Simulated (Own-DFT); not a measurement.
GaP (zincblende, strained, atoms displaced), GaP (zincblende, atoms displaced), SiC (twinned 3C silicon carbide, atoms displaced) (calculated)

A calculation, not a measurement: plane-wave PBE density functional theory by an unreviewed code, no spin, of a simulated periodic cell, stress positive in tension, free energy of the whole cell less one offset for each atom, forces on such cells passed a denser k mesh, this cell's mesh not checked; offsets are fitted by least squares, one for each functional and potential file, so energies compare only between cells with the same atoms and settings and are not formation energies; the far tail of each file's local potential was reset to the Coulomb form; each entry is a single point on an unrelaxed cell, so the pressure reflects the starting lattice, mostly measured values (interpolated for alloys), from which strain is counted, and rises with the displacements; printed positions are rounded, which can move forces by about a meV/angstrom; the program, named Own-DFT, is a retired in-house code; no spin-orbit coupling. Program: Own-DFT development build.

Common to all runs: functional PBE; potential files PseudoDojo norm-conserving, scalar-relativistic, standard set; wave cutoff 42 hartree; occupations Fermi-Dirac; smearing width 0.1 eV.

(1) GaP (zincblende, strained, atoms displaced)

```
cell vectors (Å)
  10.8620     0.0000     0.0000
   0.0000    10.8620     0.0000
   0.0000     0.0000    10.9439
atoms (fractions of the cell vectors)
Ga  0.00167  0.98859  0.99329
Ga  0.00570  0.25248  0.23729
Ga  0.25018  0.00704  0.25443
Ga  0.26200  0.24267  0.99620
P   0.12809  0.12457  0.12163
P   0.11949  0.36875  0.38479
P   0.38158  0.12964  0.36739
P   0.37895  0.36422  0.12717
Ga  0.99977  0.99828  0.50157
Ga  0.01526  0.24455  0.74324
Ga  0.25854  0.99078  0.75371
Ga  0.24809  0.23784  0.48418
P   0.12133  0.11358  0.62067
P   0.13407  0.38311  0.88019
P   0.38330  0.13628  0.88346
P   0.38094  0.37853  0.62884
Ga  0.00354  0.50854  0.00394
Ga  0.00504  0.74235  0.23896
Ga  0.25565  0.49240  0.25203
Ga  0.25614  0.75198  0.99139
P   0.12059  0.63440  0.11736
P   0.12050  0.89078  0.37374
P   0.38231  0.62586  0.37329
P   0.37970  0.87322  0.10957
Ga  0.99183  0.49466  0.50105
Ga  0.99415  0.74941  0.75808
Ga  0.23441  0.49438  0.75709
Ga  0.25330  0.75024  0.51759
P   0.12922  0.64053  0.62002
P   0.13170  0.89026  0.86890
P   0.36053  0.62433  0.86631
P   0.37660  0.87763  0.63253
Ga  0.50029  0.00419  0.00480
Ga  0.49695  0.25476  0.24336
Ga  0.74543  0.01181  0.24567
Ga  0.75598  0.24990  0.00957
P   0.62740  0.12372  0.12161
P   0.61887  0.37053  0.36635
P   0.86537  0.12585  0.37762
P   0.86583  0.37302  0.13935
Ga  0.50283  0.99785  0.49711
Ga  0.50320  0.26147  0.74526
Ga  0.75558  0.99310  0.74879
Ga  0.75278  0.25041  0.50197
P   0.62194  0.11980  0.62663
P   0.61570  0.37024  0.88264
P   0.86964  0.12643  0.86809
P   0.87488  0.38834  0.63199
Ga  0.50961  0.49792  0.99630
Ga  0.50401  0.75072  0.26256
Ga  0.74606  0.50876  0.24071
Ga  0.73836  0.76082  0.99680
P   0.61912  0.61390  0.11827
P   0.62409  0.88683  0.37707
P   0.88848  0.61886  0.37827
P   0.87931  0.86739  0.12925
Ga  0.50145  0.50251  0.49180
Ga  0.50396  0.74737  0.75856
Ga  0.75874  0.49650  0.74732
Ga  0.74110  0.74398  0.50279
P   0.62387  0.64045  0.62647
P   0.61086  0.87102  0.87165
P   0.87027  0.61663  0.87186
P   0.87062  0.87433  0.61819
```

- hardware: one NVIDIA H100
- k mesh: 3 x 3 x 3 centred on Gamma
- free energy of cell above offsets: -28.591 eV
- pressure: 4.69 GPa
- stress xx: -4.91 GPa
- stress yy: -4.74 GPa
- stress zz: -4.42 GPa
- stress yz: -0.81 GPa
- stress xz: 0.92 GPa
- stress xy: 0.15 GPa
- wall time: 540.5 s

Force:
```tsv
element	x (eV/Å)	y (eV/Å)	z (eV/Å)
Ga	-0.753	1.408	0.767
Ga	-0.361	-0.55	1.43
Ga	0.415	-0.58	-0.959
Ga	-1.757	1.231	1.171
P	-0.245	-0.186	-0.646
P	0.221	0.598	-1.291
P	0.261	-0.961	0.355
P	-0.961	1.936	-1.357
Ga	-1.43	0.195	-0.519
Ga	-0.966	0.907	0.892
Ga	0.439	2.603	-0.356
Ga	0.302	0.478	1.849
P	1.767	0.613	0.277
P	-1.932	-2.429	1.399
P	0.693	-1.738	-2.382
P	-1.596	0.299	-1.147
Ga	-1.147	-1.227	-0.266
Ga	-0.41	1.113	2.287
Ga	-0.64	0.378	0
Ga	-0.897	0.428	0.07
P	2.42	-1.12	0.077
P	0.789	-2.208	-0.239
P	-1.715	0.232	0.52
P	-0.401	-0.073	2.46
Ga	1.631	0.57	0.565
Ga	0.438	0.555	-0.81
Ga	1.747	1.602	-2.802
Ga	1.111	1.478	-2.681
P	-2.309	-2.79	1.741
P	-1.038	-2.624	0.77
P	1.773	-0.63	0.508
P	1.269	-0.426	-0.8
Ga	0.181	-0.009	-0.803
Ga	1.198	-1.226	0.532
Ga	0.856	-1.199	0.51
Ga	-0.33	-0.004	-1.126
P	-0.602	0.644	0.05
P	1.211	0.844	0.879
P	1.646	0.134	-0.481
P	1.354	0.632	-1.566
Ga	-1.121	0.842	0.819
Ga	0.032	-1.332	0.172
Ga	-1.053	0.15	-0.084
Ga	-0.802	0.491	0.301
P	0.47	0.67	0.196
P	2.462	-0.088	-1.012
P	0.979	0.059	0.734
P	0.93	-2.971	-1.057
Ga	-2.737	0.09	-0.182
Ga	0.101	0.497	-1.732
Ga	0.246	-0.43	1.805
Ga	0.722	-1.176	0.413
P	0.544	2.667	0.812
P	0.989	-1.465	-0.801
P	-2.041	1.226	-1.246
P	-1.24	0.99	-0.717
Ga	0.424	-0.387	1.014
Ga	-1.846	-0.654	-0.939
Ga	-2.786	0.905	1.043
Ga	1.577	1.166	-1.464
P	-0.449	-2.772	0.453
P	1.642	1.953	0.833
P	0.266	1.343	1.218
P	0.46	-0.676	0.545
```

(2) GaP (zincblende, atoms displaced)

```
cell vectors (Å)
  10.9010     0.0000     0.0000
   0.0000    10.9010     0.0000
   0.0000     0.0000    10.9010
atoms (fractions of the cell vectors)
Ga  0.99797  0.00246  0.00691
Ga  0.99870  0.24444  0.24454
Ga  0.22858  0.99250  0.25395
Ga  0.24332  0.25750  0.99891
P   0.11981  0.12980  0.10951
P   0.13875  0.35504  0.37897
P   0.37942  0.12339  0.37699
P   0.36319  0.37446  0.13357
Ga  0.99695  0.00053  0.49610
Ga  0.98657  0.24519  0.73701
Ga  0.25158  0.99484  0.76272
Ga  0.24683  0.26112  0.50682
P   0.14076  0.12185  0.62738
P   0.11186  0.38388  0.89578
P   0.37918  0.11681  0.88350
P   0.38717  0.38339  0.62836
Ga  0.02342  0.48889  0.00017
Ga  0.00124  0.73726  0.25821
Ga  0.25987  0.50051  0.23855
Ga  0.24084  0.75493  0.99166
P   0.13032  0.62323  0.11863
P   0.12285  0.85477  0.37718
P   0.39013  0.62728  0.38622
P   0.37325  0.88342  0.11508
Ga  0.98877  0.50775  0.50750
Ga  0.00083  0.74500  0.74285
Ga  0.24545  0.48814  0.75885
Ga  0.23801  0.75887  0.49374
P   0.12122  0.63471  0.62805
P   0.12652  0.88941  0.88151
P   0.36876  0.61773  0.88370
P   0.37799  0.87433  0.61175
Ga  0.50212  0.00045  0.00218
Ga  0.49980  0.26354  0.24630
Ga  0.74747  0.01557  0.24278
Ga  0.75885  0.23264  0.99418
P   0.63147  0.10138  0.13207
P   0.62960  0.37570  0.36320
P   0.87986  0.10446  0.37397
P   0.84697  0.37128  0.14168
Ga  0.50202  0.99658  0.50396
Ga  0.49484  0.25803  0.76931
Ga  0.73771  0.00095  0.74190
Ga  0.75077  0.24077  0.50337
P   0.62718  0.10831  0.62019
P   0.62921  0.37803  0.87543
P   0.87213  0.11769  0.87260
P   0.85447  0.38131  0.62745
Ga  0.50729  0.48839  0.99867
Ga  0.50625  0.75599  0.25216
Ga  0.76103  0.51831  0.24662
Ga  0.75859  0.75560  0.99932
P   0.63499  0.61959  0.10623
P   0.62737  0.87232  0.37237
P   0.88229  0.63164  0.36750
P   0.87464  0.87559  0.11566
Ga  0.49332  0.50774  0.52630
Ga  0.51456  0.74242  0.74968
Ga  0.72709  0.50008  0.73668
Ga  0.73921  0.74057  0.50143
P   0.61819  0.62354  0.61979
P   0.61815  0.87737  0.87437
P   0.87819  0.63177  0.87259
P   0.87246  0.88321  0.62270
```

* k mesh: 3 x 3 x 3 centred on Gamma
* free energy of cell above offsets: -23.029 eV
* pressure: 5.64 GPa
* stress xx: -5.49 GPa
* stress yy: -5.63 GPa
* stress zz: -5.81 GPa
* stress yz: 0.16 GPa
* stress xz: -0.52 GPa
* stress xy: 0.58 GPa

Force:
```tsv
element	x (eV/Å)	y (eV/Å)	z (eV/Å)
Ga	-0.387	-0.225	-1.013
Ga	-0.463	0.291	0.609
Ga	1.623	0.881	-0.627
Ga	1.038	-0.689	-0.152
P	0.307	-0.251	1.908
P	-2.829	3.246	-2.174
P	-0.706	0.314	-0.218
P	2.25	-1.296	-2.565
Ga	1.617	-1.13	1.141
Ga	0.676	0.148	0.699
Ga	1.259	0.178	-1.509
Ga	2.784	-1.975	1.18
P	-1.488	0.262	0.058
P	4.336	-6.434	-7.474
P	-0.712	1.826	-0.335
P	-2.61	-2.438	1.759
Ga	-6.911	5.684	5.475
Ga	1.058	1.6	-3.043
Ga	-1.17	1.73	2.995
Ga	1.18	0.019	0.578
P	-0.31	0.481	1.143
P	-2.099	3.08	-1.586
P	-1.668	0.068	-1.106
P	-0.837	-1.258	1.483
Ga	1	-0.895	-0.45
Ga	-1.005	2.04	1.213
Ga	0.055	1.061	-0.267
Ga	3.139	-2.348	2.002
P	1.324	-1.883	-0.775
P	-1.44	-1.605	-0.668
P	0.857	0.3	-0.863
P	-0.809	-0.757	2.103
Ga	0.235	-0.49	0.162
Ga	0.002	-1.892	0.375
Ga	3.19	-4.364	3.162
Ga	-1.295	1.204	1.329
P	-3.653	4.84	-3.59
P	0.348	0.883	1.826
P	-0.457	2.728	-0.673
P	3.012	-1.336	-1.874
Ga	-0.267	-0.02	-1.659
Ga	0.28	-1.111	-1.219
Ga	1.382	-1.249	1.61
Ga	-0.359	-0.021	-1.249
P	-1.224	3.091	0.09
P	0.509	-1.313	0.354
P	0.624	-0.479	-1.147
P	1.469	-0.726	-0.732
Ga	-1.456	0.667	0.689
Ga	-0.55	-0.69	-1.325
Ga	-1.85	-0.191	0.38
Ga	-0.81	-0.389	-1.239
P	-0.706	1.001	1.529
P	0.632	0.756	0.246
P	-1.918	-1.283	2.562
P	0.569	0.142	2.296
Ga	0.446	-0.517	-3.966
Ga	-2.39	0.782	0.685
Ga	1.61	0.574	1.956
Ga	1.467	1.52	-0.835
P	1.359	1.103	0.672
P	0.984	-0.37	-0.033
P	-0.15	-1.449	-0.144
P	-0.097	-1.425	0.246
```

(3) SiC (twinned 3C silicon carbide, atoms displaced)

```
cell vectors (Å)
   6.5394    -6.5394     0.0000
   0.0000     6.5394    -6.5394
   8.7192     8.7192     8.7192
atoms (fractions of the cell vectors)
Si  0.99745  0.99862  0.43848
C   0.99540  0.99940  0.06163
Si  0.11226  0.22079  0.10432
C   0.11032  0.22309  0.23025
Si  0.22597  0.11339  0.27080
C   0.22023  0.10911  0.39666
Si  0.00224  0.33735  0.43731
C   0.99988  0.33695  0.06099
Si  0.11085  0.54776  0.10663
C   0.10632  0.54704  0.23015
Si  0.21957  0.43600  0.26882
C   0.22497  0.45117  0.39382
Si  0.99985  0.66732  0.44056
C   0.99611  0.66724  0.06135
Si  0.11415  0.88939  0.10725
C   0.11073  0.88960  0.23014
Si  0.22652  0.77920  0.27267
C   0.21796  0.77059  0.39441
Si  0.33006  0.99725  0.43534
C   0.33660  0.00111  0.06168
Si  0.44795  0.23102  0.10510
C   0.44899  0.23349  0.22822
Si  0.55170  0.10835  0.26951
C   0.55193  0.11391  0.39637
Si  0.32875  0.33003  0.43387
C   0.33479  0.33321  0.06249
Si  0.44954  0.55734  0.10491
C   0.44567  0.55559  0.22532
Si  0.55552  0.44422  0.27268
C   0.55548  0.44776  0.39455
Si  0.33269  0.66677  0.43341
C   0.32817  0.66553  0.06344
Si  0.44343  0.88429  0.10330
C   0.44216  0.88673  0.22811
Si  0.55494  0.78206  0.27122
C   0.55893  0.77809  0.39629
Si  0.66680  0.99397  0.43817
C   0.66757  0.99873  0.06174
Si  0.77763  0.21674  0.10629
C   0.77749  0.22052  0.23041
Si  0.88541  0.10679  0.27213
C   0.88682  0.11235  0.39882
Si  0.66851  0.33157  0.43898
C   0.67130  0.33428  0.06193
Si  0.78151  0.54875  0.10567
C   0.77363  0.55295  0.22881
Si  0.88780  0.44327  0.27197
C   0.89648  0.44819  0.39699
Si  0.66377  0.66672  0.43964
C   0.66897  0.66690  0.06192
Si  0.77629  0.88440  0.10083
C   0.77546  0.88385  0.22785
Si  0.88796  0.77901  0.27492
C   0.88210  0.77327  0.39551
Si  0.00198  0.00232  0.93678
C   0.99390  0.99724  0.56082
Si  0.88218  0.77237  0.60282
C   0.88739  0.76871  0.72942
Si  0.77602  0.88686  0.77345
C   0.76594  0.88348  0.89680
Si  0.99771  0.66286  0.93498
C   0.99806  0.66628  0.56003
Si  0.88975  0.44934  0.60420
C   0.88546  0.44374  0.72921
Si  0.77439  0.55412  0.76970
C   0.77574  0.55198  0.89263
Si  0.99790  0.33026  0.93801
C   0.00582  0.33739  0.56508
Si  0.88793  0.10920  0.60230
C   0.88654  0.10787  0.73054
Si  0.77544  0.21889  0.77208
C   0.78242  0.22771  0.89503
Si  0.67127  0.00544  0.93493
C   0.66831  0.00399  0.56747
Si  0.54942  0.77808  0.60387
C   0.55379  0.77375  0.72975
Si  0.44081  0.89268  0.76952
C   0.44478  0.89229  0.89822
Si  0.66479  0.66726  0.93476
C   0.66158  0.65907  0.56190
Si  0.55392  0.44610  0.60262
C   0.55702  0.44091  0.73238
Si  0.43987  0.55929  0.76681
C   0.44185  0.55138  0.89625
Si  0.66780  0.33370  0.93716
C   0.67477  0.33600  0.56054
Si  0.56111  0.11214  0.60377
C   0.54999  0.10908  0.73103
Si  0.44457  0.22190  0.77254
C   0.45061  0.21836  0.89403
Si  0.32993  0.99755  0.93786
C   0.33392  0.99458  0.55889
Si  0.22094  0.77890  0.60564
C   0.21813  0.77584  0.72489
Si  0.11429  0.88939  0.77058
C   0.11315  0.88884  0.89617
Si  0.33170  0.66973  0.93636
C   0.33063  0.66295  0.56271
Si  0.22156  0.44003  0.60465
C   0.22449  0.44533  0.72853
Si  0.11339  0.55807  0.77220
C   0.11322  0.55808  0.89746
Si  0.33183  0.33405  0.93803
C   0.32728  0.32856  0.56031
Si  0.21705  0.10639  0.60295
C   0.22267  0.10915  0.73433
Si  0.11270  0.22711  0.76995
C   0.11426  0.21893  0.89438
```

* hardware: one NVIDIA H200
* k mesh: 4 x 4 x 2 centred on Gamma
* free energy of cell above offsets: -16.317 eV
* pressure: 3.69 GPa
* stress xx: -3.76 GPa
* stress yy: -3.08 GPa
* stress zz: -4.22 GPa
* stress yz: -0.45 GPa
* stress xz: 0.14 GPa
* stress xy: -0.96 GPa
* wall time: 597.3 s

Force:
```tsv
element	x (eV/Å)	y (eV/Å)	z (eV/Å)
Si	-0.549	-0.439	-0.317
C	1.178	-0.54	-0.03
Si	-0.527	0.313	-0.29
C	-0.635	-0.937	1.027
Si	-0.498	0.144	0.018
C	-0.659	-0.255	-0.211
Si	0.624	-0.029	0.476
C	0.178	-0.667	1.692
Si	-0.586	1.215	-1.648
C	0.682	0.21	-0.86
Si	0.893	1.001	-1.493
C	-0.561	-1.036	1.218
Si	-1.212	-0.92	-0.738
C	1.241	-0.721	0.465
Si	-1.297	-0.557	-0.625
C	0.691	0.112	0.41
Si	-1.998	-0.386	0.361
C	0.694	0.892	-0.875
Si	0.379	-0.152	0.287
C	0.475	1.118	0.361
Si	-0.432	-1.581	0.531
C	-0.464	-0.737	1.946
Si	0.6	0.443	-0.573
C	-0.011	-1.428	0.575
Si	1.037	0.587	-0.319
C	-0.188	0.548	-0.198
Si	-1.144	-0.179	-0.818
C	0.87	1.42	1.051
Si	0.005	0.247	-1.43
C	0.384	0.054	1.147
Si	1.198	0.691	0.764
C	0.544	-1.024	0.161
Si	-0.203	0.224	-0.794
C	0.462	0.373	-0.224
Si	-0.229	-1.455	0.596
C	-0.802	0.449	-0.064
Si	-0.007	1.778	-0.901
C	-0.132	0.085	0.169
Si	-0.319	0.043	-0.865
C	-0.201	0.139	0.329
Si	0.023	-0.205	-0.229
C	-0.025	-0.816	-0.281
Si	-0.418	-0.06	-1.313
C	-0.294	0.057	0.839
Si	-0.569	1.043	-1.418
C	1.3	0.032	0.144
Si	-0.139	0.148	-0.123
C	-1.275	0.643	0.306
Si	-0.486	-1.037	0.139
C	-0.359	-0.708	0.556
Si	0.476	0.634	0.158
C	0.395	0.647	-0.433
Si	-1.287	-1.443	-0.417
C	1.474	0.478	0.101
Si	-0.617	-0.207	0.911
C	0.692	-0.133	0.841
Si	0.761	0.205	0.019
C	0.108	1.011	-1.671
Si	-0.425	-0.949	-0.181
C	1.483	-1.119	-1.332
Si	0.425	1.14	0.043
C	1.157	1.032	0.342
Si	0.592	-0.746	0.739
C	0.521	-0.552	0.117
Si	0.458	-0.505	0.672
C	0.525	0.764	-0.184
Si	0.704	-0.519	-0.807
C	-1.42	0.037	0.224
Si	1.124	0.984	-0.091
C	0.079	-0.334	-0.478
Si	-0.304	-0.147	-0.952
C	-0.279	-0.178	0.65
Si	-0.343	1.148	0.893
C	-1.177	-1.775	0.152
Si	0.687	-0.522	0.479
C	-0.158	0.759	-1.474
Si	0.452	-0.57	1.308
C	-0.725	-0.935	-0.461
Si	0.273	-0.126	1.567
C	0.382	1.337	-1.128
Si	0.02	-0.551	1.974
C	-1.868	0.35	-1.371
Si	1.833	-0.79	2.066
C	-0.572	0.389	-1.147
Si	0.048	0.098	0.004
C	-0.583	1.348	0.929
Si	-0.742	1.56	-0.145
C	0.265	-0.944	-1.012
Si	-0.195	-0.054	-0.203
C	-0.24	1.872	0.345
Si	0.803	-0.004	-0.481
C	0.668	1.302	-0.059
Si	-1.069	-1.514	-0.533
C	1.545	0.783	0.785
Si	-0.707	0.548	0.661
C	-0.956	0.016	0.174
Si	1.062	-0.366	0.742
C	-0.342	0.095	-0.522
Si	0.112	0.104	-0.805
C	-0.715	0.593	0.023
Si	-1.063	-0.106	0.249
C	-0.871	-0.775	0.087
Si	0.449	-1.294	0.176
C	0.767	-0.315	0.134
Si	0.924	-0.196	0.242
C	-1.301	-0.508	-1.508
Si	-0.164	-0.467	1.115
C	-0.374	1.275	-0.456
```
